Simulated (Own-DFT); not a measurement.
# How strain changes the stress of wurtzite GaN, 72 atoms (Ga36N36)

All numbers below are calculated, not measured. They come from Own-DFT, an in-house plane-wave density functional program, since retired, whose code no person has reviewed. Each row is one single-point run on a periodic cell that was not relaxed, without spin or spin-orbit coupling.

Settings of every run: PBE; PseudoDojo norm-conserving scalar-relativistic files (stringent for Ga); cutoff 96 hartree; 4 x 4 x 3 k mesh centred on Gamma; Gaussian smearing of 0.01 eV.

Known limits: forces not confirmed at this smearing and k mesh; stress not checked against mesh or cutoff.

Unstrained cell vectors in Å: (9.567, 0.000, 0.000); (-4.783, 8.285, 0.000); (0.000, 0.000, 10.370). The unstrained cell has measured lattice constants (interpolated for alloys), not those of this functional. That, the random moves and any unrelaxed bonds set the pressure at no strain. Each run strains this cell uniformly, with the atoms carried along. Every atom was also moved at random, by a Gaussian of width 0.05 Å on each axis. Strain is the symmetric tensor, in per cent. Stress is positive in tension, and the pressure is minus a third of its trace.

```
run  e_xx (%)  e_yy (%)  e_zz (%)  e_yz (%)  e_xz (%)  e_xy (%)  s_xx (GPa)  s_yy (GPa)  s_zz (GPa)  s_yz (GPa)  s_xz (GPa)  s_xy (GPa)  P (GPa)  E (meV/atom)
  1     -0.05     -0.84      0.02     -0.66     -0.46      1.87       -7.70      -10.59       -6.97       -1.28       -0.95        4.78     8.42           9.5
  2      0.35      1.46      1.10      0.06     -0.58     -0.55       -2.64       -1.29       -0.50       -0.10       -0.99       -0.91     1.48           1.0
  3     -0.56      1.15      1.54     -0.10     -0.38     -1.61       -7.68       -3.94        1.68       -0.36       -0.32       -5.83     3.31           4.0
  4      0.48      2.00     -1.12     -0.48      1.72     -1.62       -4.87        0.81      -10.93       -1.59        3.74       -4.93     5.00          28.7
  5     -0.44      1.48     -0.66      0.63      0.70     -1.47       -7.74       -0.62      -11.36        1.11        2.19       -3.96     6.57          23.5
  6     -0.41      1.86     -1.01     -1.16     -0.71      0.90       -7.33       -1.45       -9.40       -2.09       -2.51        2.21     6.06           9.0
  7      0.61      1.18      0.99     -0.18     -0.18     -1.97       -3.24       -0.42       -0.96       -0.49       -0.25       -5.28     1.54           0.0
  8     -0.99     -0.94     -0.75     -0.07      1.81      1.51      -12.81      -13.15      -13.12        0.73        4.58        3.75    13.03          41.3
  9     -0.67     -1.95      1.64      1.01      1.72     -0.20      -11.02      -15.83       -2.39        1.86        3.83       -0.49     9.75          42.9
 10     -0.56      1.95      0.64     -0.03      1.20      0.84       -6.14        1.37       -4.52       -0.29        2.70        3.17     3.10           6.2
 11      0.24      1.51      0.20     -1.36     -1.92      0.85       -3.04       -0.78       -5.43       -1.72       -3.90        2.88     3.08           5.4
 12     -1.29      0.41      0.62      0.29      0.16     -1.40      -12.15       -6.32       -4.65       -0.60        0.88       -4.11     7.71          17.7
 13      0.39      0.17      0.06     -1.91     -0.65      1.48       -5.97       -4.55       -7.18       -3.62       -0.33        3.67     5.90          17.2
 14     -0.50      0.01      1.27     -1.69      0.25     -0.56       -8.71       -6.29       -2.23       -3.87       -0.28       -1.56     5.74          19.2
 15      1.25      0.40     -0.30      1.71      0.33      0.93       -3.15       -4.87       -6.19        3.60        0.65        1.61     4.74          20.0
 16      0.86     -0.38     -0.81      0.98      1.75     -0.45       -3.72       -8.93      -12.64        1.25        4.57       -1.27     8.43          38.1
 17      1.95     -0.39      0.23      0.29     -1.36      0.28           ?           ?           ?           ?           ?           ?        ?             ?
```

E is the free energy for each atom above the lowest run shown.

## Worked fit

Each stress component was fitted by least squares to a constant and the strains of the runs shown, as fractions, with shears doubled. Shear strains stay in the fit of a normal stress only where such slopes are resolved. The slopes, in GPa:

```
stress,at no strain,per e_xx,per e_yy,per e_zz,scatter
s_xx,-7.2,399 ± 32,113 ± 19,67 ± 24,0.84
s_yy,-7.3,103 ± 38,419 ± 22,46 ± 29,1.00
s_zz,-7.6,89 ± 44,93 ± 26,492 ± 33,1.15
```

Each shear stress against twice its own strain: yz 101 ± 8, xz 106 ± 11, xy 145 ± 9 GPa. These are stiffnesses along x, y and z of the frame in which the cell vectors are given, which need not be the crystal's axes. The atoms are held to the strained lattice; where symmetry lets them move under strain, relaxing them would lower some slopes. The table should be nearly symmetric about its diagonal, and what it lacks of that shows the noise. A ninth of its sum, 202 ± 6 GPa, estimates the bulk modulus near the mean pressure of these runs, 5.9 GPa, so it lies above the value at zero pressure.

## Withheld run

Question: what normal stresses and pressure should run 17 give?

The fit gives s_xx = 0.3, s_yy = -6.8, s_zz = -5.1 and P = 3.9 GPa. The calculation gave -0.09, -6.22, -5.30 and P = 3.87 GPa.
